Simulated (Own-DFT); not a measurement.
Simulation results for GaP (zincblende, atoms displaced)

All values are calculated (Own-DFT development build). A calculation, not a measurement: plane-wave PBE density functional theory by an unreviewed code, no spin, of a simulated periodic cell, stress positive in tension, free energy of the whole cell less one offset for each atom, forces on such cells passed a denser k mesh, this cell's mesh not checked; offsets are fitted by least squares, one for each functional and potential file, so energies compare only between cells with the same atoms and settings and are not formation energies; the far tail of each file's local potential was reset to the Coulomb form; each entry is a single point on an unrelaxed cell, so the pressure reflects the starting lattice, mostly measured values (interpolated for alloys), from which strain is counted, and rises with the displacements; printed positions are rounded, which can move forces by about a meV/angstrom; the program, named Own-DFT, is a retired in-house code; no spin-orbit coupling.

Common to all runs: functional PBE; potential files PseudoDojo norm-conserving, scalar-relativistic, standard set; wave cutoff 42 hartree; occupations Fermi-Dirac; smearing width 0.1 eV; hardware one NVIDIA H100; k mesh 3 x 3 x 3 centred on Gamma.

(1) GaP (zincblende, atoms displaced)

```cif
# cell vector a (Å): 10.9010 0.0000 0.0000
# cell vector b (Å): 0.0000 10.9010 0.0000
# cell vector c (Å): 0.0000 0.0000 10.9010
data_GaP
_symmetry_space_group_name_H-M 'P 1'
_symmetry_Int_Tables_number 1
_cell_length_a 10.9010
_cell_length_b 10.9010
_cell_length_c 10.9010
_cell_angle_alpha 90.000
_cell_angle_beta 90.000
_cell_angle_gamma 90.000
_cell_volume 1295.39
loop_
_atom_site_label
_atom_site_type_symbol
_atom_site_fract_x
_atom_site_fract_y
_atom_site_fract_z
_atom_site_occupancy
Ga1 Ga 0.99341 0.99782 0.99682 1
Ga2 Ga 0.01470 0.24489 0.24913 1
Ga3 Ga 0.25143 0.99695 0.25193 1
Ga4 Ga 0.25038 0.25082 0.99977 1
P1 P 0.12012 0.12319 0.12507 1
P2 P 0.12355 0.37572 0.37443 1
P3 P 0.37990 0.12656 0.37313 1
P4 P 0.36859 0.37301 0.12481 1
Ga5 Ga 0.99561 0.99479 0.50329 1
Ga6 Ga 0.00541 0.24286 0.75212 1
Ga7 Ga 0.24992 0.00678 0.75622 1
Ga8 Ga 0.24674 0.24255 0.49883 1
P5 P 0.12312 0.13571 0.62787 1
P6 P 0.12078 0.37752 0.87487 1
P7 P 0.37188 0.12257 0.86733 1
P8 P 0.37153 0.37004 0.62893 1
Ga9 Ga 0.99595 0.49572 0.00075 1
Ga10 Ga 0.99943 0.75370 0.24838 1
Ga11 Ga 0.24905 0.50838 0.24517 1
Ga12 Ga 0.25322 0.74638 0.99532 1
P9 P 0.12885 0.62420 0.12425 1
P10 P 0.12451 0.86543 0.38159 1
P11 P 0.36558 0.62222 0.37456 1
P12 P 0.36839 0.86746 0.12908 1
Ga13 Ga 0.00872 0.49736 0.49882 1
Ga14 Ga 0.99482 0.74500 0.75593 1
Ga15 Ga 0.24762 0.50263 0.75563 1
Ga16 Ga 0.25253 0.75699 0.50685 1
P13 P 0.12018 0.62600 0.62635 1
P14 P 0.12184 0.87631 0.87323 1
P15 P 0.37906 0.62684 0.87248 1
P16 P 0.37698 0.87339 0.61434 1
Ga17 Ga 0.49663 0.99740 0.00098 1
Ga18 Ga 0.49721 0.25315 0.24950 1
Ga19 Ga 0.74906 0.99884 0.25330 1
Ga20 Ga 0.74291 0.24145 0.99686 1
P17 P 0.61790 0.12858 0.11541 1
P18 P 0.62351 0.37654 0.37127 1
P19 P 0.88513 0.12794 0.37689 1
P20 P 0.88336 0.37642 0.11895 1
Ga21 Ga 0.49728 0.99660 0.49381 1
Ga22 Ga 0.49930 0.25027 0.75104 1
Ga23 Ga 0.74945 0.00459 0.75537 1
Ga24 Ga 0.75596 0.25999 0.50671 1
P21 P 0.61687 0.11998 0.62223 1
P22 P 0.62484 0.37554 0.87187 1
P23 P 0.87522 0.12572 0.87715 1
P24 P 0.87055 0.37313 0.63012 1
Ga25 Ga 0.50472 0.50272 0.99917 1
Ga26 Ga 0.49343 0.75420 0.24790 1
Ga27 Ga 0.74503 0.50013 0.25556 1
Ga28 Ga 0.74554 0.75993 0.99885 1
P25 P 0.63066 0.63038 0.12574 1
P26 P 0.62436 0.87844 0.37698 1
P27 P 0.87429 0.62233 0.37108 1
P28 P 0.87106 0.87884 0.12325 1
Ga29 Ga 0.50892 0.50439 0.49581 1
Ga30 Ga 0.49424 0.74287 0.75116 1
Ga31 Ga 0.75449 0.49963 0.74747 1
Ga32 Ga 0.74958 0.74330 0.50407 1
P29 P 0.61881 0.62026 0.61991 1
P30 P 0.62780 0.87431 0.87367 1
P31 P 0.87782 0.61815 0.86902 1
P32 P 0.87612 0.86826 0.63070 1
```

It finds free energy of cell above offsets -33.087 eV; pressure 3.37 GPa; stress xx -3.31 GPa; stress yy -3.31 GPa; stress zz -3.48 GPa; stress yz -0.37 GPa; stress xz -0.06 GPa; stress xy -0.69 GPa; wall time 513.1 s.

Force:
```csv
element,x (eV/Å),y (eV/Å),z (eV/Å)
Ga,0.509,0.114,0.366
Ga,-1.428,0.976,0.187
Ga,-0.613,0.155,0.207
Ga,-0.523,-0.429,-0.39
P,1.243,-0.906,-0.812
P,1.097,-0.16,-0.298
P,-0.762,-0.323,-0.017
P,0.722,0.773,-0.084
Ga,0.526,0.164,0.22
Ga,-1.096,1.298,0.511
Ga,-0.762,-1.072,-1.582
Ga,0.573,1.08,-0.216
P,0.271,-2.278,-0.666
P,0.449,-0.387,0.218
P,0.908,0.665,1.689
P,0.191,0.777,-0.68
Ga,0.824,0.918,-0.38
Ga,-0.083,-0.45,-0.178
Ga,-0.093,-1.252,0.462
Ga,-0.606,0.318,0.105
P,-1.11,0.559,-0.791
P,-0.141,1.276,-0.516
P,1.182,0.669,0.515
P,0.2,1.024,-0.978
Ga,-1.243,0.167,0.281
Ga,0.718,0.342,-0.514
Ga,0.024,-0.297,-0.761
Ga,-0.793,-1.714,-0.572
P,0.789,0.167,0.197
P,0.332,-0.316,0.188
P,-0.648,-0.799,0.698
P,0.172,0.799,2.107
Ga,-0.474,-0.35,-0.328
Ga,0.179,0.026,-0.447
Ga,0.026,0.972,-0.165
Ga,0.914,1.491,-0.021
P,0.096,-0.705,1.576
P,0.198,-0.656,0.483
P,-1.085,-0.024,-0.095
P,-1.712,-1.314,1.446
Ga,0.243,0.436,0.218
Ga,0.037,-0.09,-0.391
Ga,-0.023,-0.302,-0.947
Ga,-1.043,-1.493,-1.022
P,0.936,0.614,0.182
P,0.176,-0.018,0.167
P,-0.025,0.009,-0.36
P,1.768,0.419,0.059
Ga,-0.112,-0.255,0.444
Ga,0.739,-0.865,0.8
Ga,0.904,-0.108,-1.183
Ga,0.845,-1.258,-0.059
P,-0.719,-0.182,0.057
P,0.216,-0.961,-0.308
P,0.377,0.192,0.597
P,0.303,-0.28,0.329
Ga,-1.989,-1.059,-0.345
Ga,0.952,1.178,-0.997
Ga,-0.989,0.069,-0.013
Ga,0.14,0.466,-0.419
P,1.015,0.709,1.311
P,-1.173,0.221,-0.416
P,-0.837,0.672,1.422
P,-0.715,0.588,-0.094
```

(2) GaP (zincblende, atoms displaced)

```cif
# cell vector a (Å): 10.9010 0.0000 0.0000
# cell vector b (Å): 0.0000 10.9010 0.0000
# cell vector c (Å): 0.0000 0.0000 10.9010
data_GaP
_symmetry_space_group_name_H-M 'P 1'
_symmetry_Int_Tables_number 1
_cell_length_a 10.9010
_cell_length_b 10.9010
_cell_length_c 10.9010
_cell_angle_alpha 90.000
_cell_angle_beta 90.000
_cell_angle_gamma 90.000
_cell_volume 1295.39
loop_
_atom_site_label
_atom_site_type_symbol
_atom_site_fract_x
_atom_site_fract_y
_atom_site_fract_z
_atom_site_occupancy
Ga1 Ga 0.99158 0.99044 0.99775 1
Ga2 Ga 0.00497 0.25208 0.24727 1
Ga3 Ga 0.25919 0.00399 0.25330 1
Ga4 Ga 0.24792 0.23883 0.98989 1
P1 P 0.12352 0.12726 0.13074 1
P2 P 0.12553 0.37531 0.37271 1
P3 P 0.37996 0.12950 0.37563 1
P4 P 0.37635 0.37455 0.13402 1
Ga5 Ga 0.99839 0.00542 0.50393 1
Ga6 Ga 0.99895 0.24398 0.74919 1
Ga7 Ga 0.25502 0.99906 0.74812 1
Ga8 Ga 0.25370 0.25311 0.49437 1
P5 P 0.11660 0.12087 0.61983 1
P6 P 0.12310 0.36963 0.87347 1
P7 P 0.37237 0.12745 0.87285 1
P8 P 0.37350 0.36795 0.62385 1
Ga9 Ga 0.99933 0.50058 0.99495 1
Ga10 Ga 0.99886 0.74361 0.25548 1
Ga11 Ga 0.24276 0.49565 0.24819 1
Ga12 Ga 0.24762 0.74394 0.99764 1
P9 P 0.12563 0.62674 0.13013 1
P10 P 0.12657 0.87567 0.37932 1
P11 P 0.37381 0.61881 0.37426 1
P12 P 0.37799 0.87472 0.12354 1
Ga13 Ga 0.00169 0.49229 0.51210 1
Ga14 Ga 0.99415 0.73633 0.76046 1
Ga15 Ga 0.24351 0.50143 0.75649 1
Ga16 Ga 0.25254 0.75119 0.50363 1
P13 P 0.12183 0.62596 0.62885 1
P14 P 0.12723 0.87033 0.88131 1
P15 P 0.37819 0.62341 0.87842 1
P16 P 0.37017 0.87471 0.62615 1
Ga17 Ga 0.49765 0.99598 0.00309 1
Ga18 Ga 0.49537 0.25044 0.24984 1
Ga19 Ga 0.75224 0.99678 0.24629 1
Ga20 Ga 0.74942 0.24685 0.00437 1
P17 P 0.62565 0.12965 0.12551 1
P18 P 0.62034 0.37164 0.37593 1
P19 P 0.87464 0.12355 0.37252 1
P20 P 0.88114 0.37296 0.12671 1
Ga21 Ga 0.49859 0.00417 0.49936 1
Ga22 Ga 0.50046 0.25044 0.74995 1
Ga23 Ga 0.74016 0.00367 0.75217 1
Ga24 Ga 0.75217 0.23927 0.50444 1
P21 P 0.62061 0.11568 0.62504 1
P22 P 0.62653 0.36478 0.87643 1
P23 P 0.87175 0.12491 0.87477 1
P24 P 0.87881 0.37553 0.62817 1
Ga25 Ga 0.49373 0.50406 0.99697 1
Ga26 Ga 0.50887 0.75222 0.24440 1
Ga27 Ga 0.74819 0.49619 0.25366 1
Ga28 Ga 0.75839 0.74630 0.99552 1
P25 P 0.62553 0.62853 0.12952 1
P26 P 0.62545 0.87527 0.37246 1
P27 P 0.87734 0.62197 0.37275 1
P28 P 0.87538 0.87908 0.12306 1
Ga29 Ga 0.51185 0.49594 0.50538 1
Ga30 Ga 0.50537 0.74630 0.74784 1
Ga31 Ga 0.75921 0.49306 0.74710 1
Ga32 Ga 0.75179 0.75069 0.49818 1
P29 P 0.62290 0.62755 0.63440 1
P30 P 0.61804 0.87915 0.86964 1
P31 P 0.87508 0.62733 0.87201 1
P32 P 0.87340 0.88572 0.61708 1
```

It finds free energy of cell above offsets -33.002 eV; pressure 3.4 GPa; stress xx -3.42 GPa; stress yy -3.36 GPa; stress zz -3.43 GPa; stress yz -0.17 GPa; stress xz 0.73 GPa; stress xy 0.07 GPa; wall time 550.3 s.

Force:
```csv
element,x (eV/Å),y (eV/Å),z (eV/Å)
Ga,1.196,1.254,-0.138
Ga,-0.485,-0.189,0.697
Ga,-0.744,-0.476,-0.207
Ga,-0.33,1.115,1.662
P,0.383,-1.074,-1.061
P,-0.445,-0.093,0.799
P,-0.334,-0.415,0.153
P,-0.755,0.049,-1.778
Ga,-0.145,-0.75,-1.495
Ga,0.077,0.091,0.109
Ga,-1.147,0.178,0.29
Ga,-0.737,-0.472,0.324
P,1.84,0.998,0.824
P,-0.122,0.19,0.175
P,0.951,-0.966,-0.244
P,0.175,1.183,0.53
Ga,0.32,-0.094,0.661
Ga,0.365,1.192,-0.317
Ga,0.788,0.462,0.252
Ga,0.493,0.329,0.779
P,-0.35,-0.398,-0.854
P,-0.102,0.163,-0.312
P,0.522,0.466,0.216
P,-0.631,-0.415,0.275
Ga,0.454,0.843,-1.393
Ga,1.347,2.617,-1.869
Ga,0.673,-0.357,-0.605
Ga,-0.29,-0.586,-0.646
P,0.322,-0.05,-0.027
P,-0.427,0.28,-1.004
P,-0.746,0.5,-1.032
P,1.193,-0.177,-0.128
Ga,0.197,0.87,-0.326
Ga,0.785,-0.005,-0.022
Ga,-0.516,0.548,0.31
Ga,0.596,0.335,-0.052
P,-0.459,-0.872,0.289
P,1.097,-0.433,0.273
P,0.342,0.209,-0.229
P,-0.849,0.515,-0.417
Ga,-0.203,-1.054,-0.297
Ga,-0.121,-0.361,-0.316
Ga,1.086,-0.507,-0.224
Ga,-0.38,0.672,-0.336
P,0.05,1.386,0.167
P,0.052,1.369,-0.032
P,-0.003,-0.299,0.083
P,-0.479,-1.402,-0.36
Ga,1.162,-1.105,1.146
Ga,-1.302,0.023,0.927
Ga,0.123,-0.061,-0.299
Ga,-1.345,0.892,0.645
P,0.784,-0.952,-1.332
P,-0.05,0.188,0.355
P,-0.392,-0.6,1.113
P,-0.188,-1.542,0.576
Ga,-1.334,0.389,-0.079
Ga,-1.374,0.939,0.629
Ga,-1.385,0.494,0.811
Ga,-0.041,0.014,0.13
P,1.557,-0.994,-1.239
P,0.693,-0.791,0.888
P,-1,-1.878,0.94
P,-0.413,-1.386,1.637
```

(3) GaP (zincblende, atoms displaced)

```cif
# cell vector a (Å): 10.9010 0.0000 0.0000
# cell vector b (Å): 0.0000 10.9010 0.0000
# cell vector c (Å): 0.0000 0.0000 10.9010
data_GaP
_symmetry_space_group_name_H-M 'P 1'
_symmetry_Int_Tables_number 1
_cell_length_a 10.9010
_cell_length_b 10.9010
_cell_length_c 10.9010
_cell_angle_alpha 90.000
_cell_angle_beta 90.000
_cell_angle_gamma 90.000
_cell_volume 1295.39
loop_
_atom_site_label
_atom_site_type_symbol
_atom_site_fract_x
_atom_site_fract_y
_atom_site_fract_z
_atom_site_occupancy
Ga1 Ga 0.00142 0.99650 0.00303 1
Ga2 Ga 0.00066 0.24211 0.25080 1
Ga3 Ga 0.24805 0.99772 0.25491 1
Ga4 Ga 0.26274 0.24609 0.00233 1
P1 P 0.11941 0.12666 0.12735 1
P2 P 0.12467 0.36355 0.36947 1
P3 P 0.37230 0.12887 0.37840 1
P4 P 0.37678 0.37224 0.12405 1
Ga5 Ga 0.00094 0.00054 0.49467 1
Ga6 Ga 0.00516 0.25547 0.75115 1
Ga7 Ga 0.25373 0.99770 0.75329 1
Ga8 Ga 0.24874 0.24512 0.50023 1
P5 P 0.12746 0.12936 0.62999 1
P6 P 0.12836 0.36599 0.88113 1
P7 P 0.38031 0.12148 0.88396 1
P8 P 0.37025 0.37470 0.62504 1
Ga9 Ga 0.00020 0.50344 0.99854 1
Ga10 Ga 0.00782 0.75305 0.24722 1
Ga11 Ga 0.24452 0.50028 0.24856 1
Ga12 Ga 0.25077 0.75153 0.00093 1
P9 P 0.12555 0.61415 0.12425 1
P10 P 0.12202 0.87106 0.37352 1
P11 P 0.37942 0.61721 0.37072 1
P12 P 0.37793 0.87573 0.11950 1
Ga13 Ga 0.00000 0.49841 0.49823 1
Ga14 Ga 0.98955 0.74681 0.75509 1
Ga15 Ga 0.24723 0.50156 0.75328 1
Ga16 Ga 0.25325 0.75537 0.50070 1
P13 P 0.11986 0.62170 0.62973 1
P14 P 0.12505 0.87612 0.87720 1
P15 P 0.37357 0.62045 0.87402 1
P16 P 0.36721 0.87957 0.62751 1
Ga17 Ga 0.49603 0.00186 0.99868 1
Ga18 Ga 0.50360 0.25366 0.23979 1
Ga19 Ga 0.74592 0.98820 0.24342 1
Ga20 Ga 0.75420 0.24714 0.99549 1
P17 P 0.62391 0.12269 0.12104 1
P18 P 0.62330 0.36803 0.37264 1
P19 P 0.87350 0.12040 0.37928 1
P20 P 0.87871 0.37791 0.12371 1
Ga21 Ga 0.49594 0.99688 0.49936 1
Ga22 Ga 0.50039 0.25495 0.75250 1
Ga23 Ga 0.74778 0.00046 0.74767 1
Ga24 Ga 0.74680 0.24942 0.50114 1
P21 P 0.62255 0.12263 0.62395 1
P22 P 0.61798 0.38100 0.87564 1
P23 P 0.87522 0.11515 0.87060 1
P24 P 0.86796 0.36958 0.63094 1
Ga25 Ga 0.50049 0.51325 0.99221 1
Ga26 Ga 0.50013 0.74564 0.25338 1
Ga27 Ga 0.74661 0.49448 0.26119 1
Ga28 Ga 0.74969 0.74565 0.99617 1
P25 P 0.62538 0.63354 0.12636 1
P26 P 0.62993 0.86351 0.37467 1
P27 P 0.87515 0.62985 0.37079 1
P28 P 0.87715 0.87617 0.12960 1
Ga29 Ga 0.49078 0.50259 0.49946 1
Ga30 Ga 0.50002 0.75009 0.75186 1
Ga31 Ga 0.75055 0.49911 0.75133 1
Ga32 Ga 0.74580 0.74864 0.49895 1
P29 P 0.62847 0.62739 0.62336 1
P30 P 0.62324 0.87223 0.86664 1
P31 P 0.88195 0.61698 0.87266 1
P32 P 0.87294 0.88068 0.62741 1
```

Results for GaP (zincblende, atoms displaced): free energy of cell above offsets -33.633 eV; pressure 3.19 GPa; stress xx -3.22 GPa; stress yy -3.08 GPa; stress zz -3.26 GPa; stress yz 0.02 GPa; stress xz -0.56 GPa; stress xy 0.18 GPa; wall time 538.2 s.

Force:
```csv
element,x (eV/Å),y (eV/Å),z (eV/Å)
Ga,-0.173,0.397,-0.063
Ga,-1.021,0.462,-0.036
Ga,0.182,0.363,-0.604
Ga,-1.266,-0.122,0.395
P,1.234,-0.658,-0.557
P,0.037,1.062,0.765
P,0.802,-0.562,-0.925
P,0.108,1.414,-0.216
Ga,0.217,-0.003,1.057
Ga,-0.694,-0.71,0.146
Ga,-0.711,0.922,0.486
Ga,-0.11,0.567,0.263
P,-0.177,-0.889,-0.319
P,0.213,0.917,0.079
P,-0.537,0.544,-1.829
P,0.052,0.071,0.104
Ga,0.4,-1.295,0.127
Ga,-0.672,-0.922,-0.345
Ga,0.657,-1.149,0.397
Ga,-0.146,-0.457,-0.053
P,0.028,1.753,-0.249
P,0.724,0.314,0.523
P,-1.345,1.058,0.046
P,-0.348,-0.257,1.257
Ga,-0.309,-0.387,-0.088
Ga,0.989,0.935,-0.794
Ga,-0.309,-0.725,-0.171
Ga,-0.528,-1.123,-0.083
P,0.35,0.628,-0.475
P,-0.198,-0.572,-0.233
P,-0.512,1.303,-0.414
P,1.219,-0.761,-0.188
Ga,1.333,-0.943,0.243
Ga,-0.292,-0.792,0.707
Ga,-0.117,1.14,0.839
Ga,-0.056,0.31,0.049
P,0.456,-0.154,0.108
P,-0.478,0.484,0.801
P,-0.646,0.189,-0.855
P,-0.589,-0.437,0.377
Ga,0.365,0.057,-0.278
Ga,-0.237,-0.503,-0.365
Ga,-0.247,0.007,-0.076
Ga,0.147,-0.422,0.011
P,-0.333,0.273,0.155
P,1.009,-0.381,0.181
P,0.398,0.92,0.328
P,0.721,0.475,-0.684
Ga,0.324,-0.91,1.517
Ga,-0.236,0.598,-0.544
Ga,0.499,0.589,-1.226
Ga,0.46,0.493,-0.029
P,0.179,-1.313,-0.045
P,-1.28,1.333,-0.1
P,0.24,-0.415,0.437
P,0.148,-0.902,-1.156
Ga,1.272,-0.872,0.631
Ga,-0.526,-0.371,-0.701
Ga,-0.437,-0.055,-0.125
Ga,1.366,-0.033,0.548
P,-0.774,-0.588,0.24
P,0.296,0.47,1.139
P,-1.361,0.462,0.491
P,0.243,-0.825,-0.621
```

(4) GaP (zincblende, atoms displaced)

```cif
# cell vector a (Å): 10.9010 0.0000 0.0000
# cell vector b (Å): 0.0000 10.9010 0.0000
# cell vector c (Å): 0.0000 0.0000 10.9010
data_GaP
_symmetry_space_group_name_H-M 'P 1'
_symmetry_Int_Tables_number 1
_cell_length_a 10.9010
_cell_length_b 10.9010
_cell_length_c 10.9010
_cell_angle_alpha 90.000
_cell_angle_beta 90.000
_cell_angle_gamma 90.000
_cell_volume 1295.39
loop_
_atom_site_label
_atom_site_type_symbol
_atom_site_fract_x
_atom_site_fract_y
_atom_site_fract_z
_atom_site_occupancy
Ga1 Ga 0.00274 0.00617 0.00119 1
Ga2 Ga 0.00373 0.24910 0.25025 1
Ga3 Ga 0.25666 0.00606 0.24854 1
Ga4 Ga 0.25181 0.25351 0.00052 1
P1 P 0.12520 0.12536 0.12200 1
P2 P 0.12358 0.37909 0.36475 1
P3 P 0.36909 0.13262 0.37997 1
P4 P 0.38125 0.37690 0.12679 1
Ga5 Ga 0.00423 0.00775 0.49007 1
Ga6 Ga 0.99255 0.25651 0.74848 1
Ga7 Ga 0.25227 0.00482 0.74369 1
Ga8 Ga 0.24892 0.25287 0.49650 1
P5 P 0.12747 0.12867 0.62791 1
P6 P 0.12222 0.37761 0.87491 1
P7 P 0.37552 0.13113 0.87669 1
P8 P 0.36810 0.36743 0.62148 1
Ga9 Ga 0.00287 0.50204 0.99783 1
Ga10 Ga 0.00539 0.75586 0.24523 1
Ga11 Ga 0.24883 0.49558 0.24806 1
Ga12 Ga 0.24645 0.75416 0.00029 1
P9 P 0.12679 0.62865 0.12081 1
P10 P 0.12699 0.87665 0.37818 1
P11 P 0.38003 0.62869 0.37258 1
P12 P 0.37143 0.87664 0.12095 1
Ga13 Ga 0.00588 0.50024 0.49448 1
Ga14 Ga 0.00396 0.75019 0.74594 1
Ga15 Ga 0.25622 0.49162 0.74917 1
Ga16 Ga 0.24638 0.74481 0.49396 1
P13 P 0.11988 0.62648 0.61618 1
P14 P 0.12064 0.88388 0.88252 1
P15 P 0.36535 0.61955 0.86954 1
P16 P 0.38037 0.87253 0.62433 1
Ga17 Ga 0.49866 0.00434 0.00018 1
Ga18 Ga 0.50605 0.25370 0.25042 1
Ga19 Ga 0.74725 0.99895 0.25147 1
Ga20 Ga 0.74819 0.23748 0.00146 1
P17 P 0.61752 0.12815 0.13078 1
P18 P 0.62980 0.37388 0.36618 1
P19 P 0.87321 0.12536 0.36733 1
P20 P 0.87735 0.37897 0.12846 1
Ga21 Ga 0.50111 0.99326 0.49697 1
Ga22 Ga 0.49625 0.25039 0.75386 1
Ga23 Ga 0.74659 0.00668 0.74969 1
Ga24 Ga 0.75211 0.25726 0.49785 1
P21 P 0.63103 0.12048 0.63112 1
P22 P 0.62042 0.37084 0.87198 1
P23 P 0.87416 0.12708 0.87630 1
P24 P 0.88048 0.37337 0.62080 1
Ga25 Ga 0.49669 0.49795 0.98951 1
Ga26 Ga 0.49841 0.75724 0.25150 1
Ga27 Ga 0.75649 0.50442 0.24533 1
Ga28 Ga 0.74653 0.75391 0.99730 1
P25 P 0.62161 0.62147 0.11469 1
P26 P 0.62886 0.87737 0.37348 1
P27 P 0.86714 0.62367 0.37371 1
P28 P 0.87622 0.87412 0.12133 1
Ga29 Ga 0.49429 0.50159 0.49752 1
Ga30 Ga 0.49964 0.75161 0.75388 1
Ga31 Ga 0.73709 0.50819 0.75538 1
Ga32 Ga 0.76236 0.74861 0.49543 1
P29 P 0.62001 0.61915 0.62501 1
P30 P 0.63245 0.86670 0.87042 1
P31 P 0.86740 0.63942 0.87750 1
P32 P 0.87647 0.88212 0.62636 1
```

It finds free energy of cell above offsets -33.341 eV; pressure 3.28 GPa; stress xx -3.2 GPa; stress yy -3.29 GPa; stress zz -3.35 GPa; stress yz -0.5 GPa; stress xz -0.21 GPa; stress xy 0.26 GPa; wall time 532.3 s.

Force:
```csv
element,x (eV/Å),y (eV/Å),z (eV/Å)
Ga,-0.927,-0.116,0.165
Ga,-0.515,-0.036,-0.583
Ga,-0.639,-0.294,0.166
Ga,-0.186,0.203,0.215
P,0.484,0.429,0.49
P,0.233,-0.58,1.085
P,1.475,-0.771,-0.733
P,-0.472,-0.092,-0.332
Ga,-0.411,-0.155,1.014
Ga,0.784,-0.656,0.39
Ga,0.203,-0.536,0.724
Ga,-1.215,0.109,0.137
P,-0.728,0.311,-0.605
P,0.262,-0.321,-0.203
P,-0.378,-0.717,-0.14
P,1.173,0.642,0.027
Ga,-0.865,0.499,0.003
Ga,-0.466,-0.432,0.501
Ga,0.72,1.074,-0.514
Ga,0.078,-0.187,-0.548
P,-0.014,-0.464,0.556
P,0.283,0.243,-0.94
P,-0.886,-0.422,-0.268
P,0.571,0.131,0.321
Ga,-0.974,-0.089,-0.145
Ga,-0.486,0.613,0.44
Ga,-1.359,0.327,-0.686
Ga,0.648,0.448,0.499
P,0.945,-0.493,1.02
P,0.865,-0.726,-1.533
P,0.709,1.168,0.573
P,-0.911,-0.105,-0.091
Ga,0.348,-0.61,-0.408
Ga,-1.144,-0.08,0.476
Ga,0.406,0.092,-0.848
Ga,-0.106,1.433,0.381
P,0.793,-1.024,-0.562
P,-0.167,0.938,0.977
P,0.124,0.394,0.553
P,0.117,-0.777,-0.943
Ga,0.041,0.98,0.386
Ga,0.362,-0.309,-1.008
Ga,1.006,-1.199,0.684
Ga,-0.125,-0.859,0.126
P,-1.478,1.392,-1.54
P,0.732,-0.018,0.517
P,0.259,-0.313,-0.266
P,-0.87,1.347,0.11
Ga,-0.068,0.131,0.395
Ga,0.515,-0.39,-0.854
Ga,-1.112,-0.134,-0.404
Ga,0.082,-0.198,1.248
P,0.002,0.559,0.801
P,-0.112,-0.707,0.294
P,1.939,0.071,-0.521
P,-0.345,0.618,0.237
Ga,0.493,-0.788,0.051
Ga,-0.166,-0.779,-0.357
Ga,1.303,-0.626,-0.038
Ga,-1.271,0.67,1.276
P,0.057,1.154,-0.65
P,-1.153,1.808,0.227
P,1.221,-1.696,-0.833
P,0.316,-0.088,-0.514
```
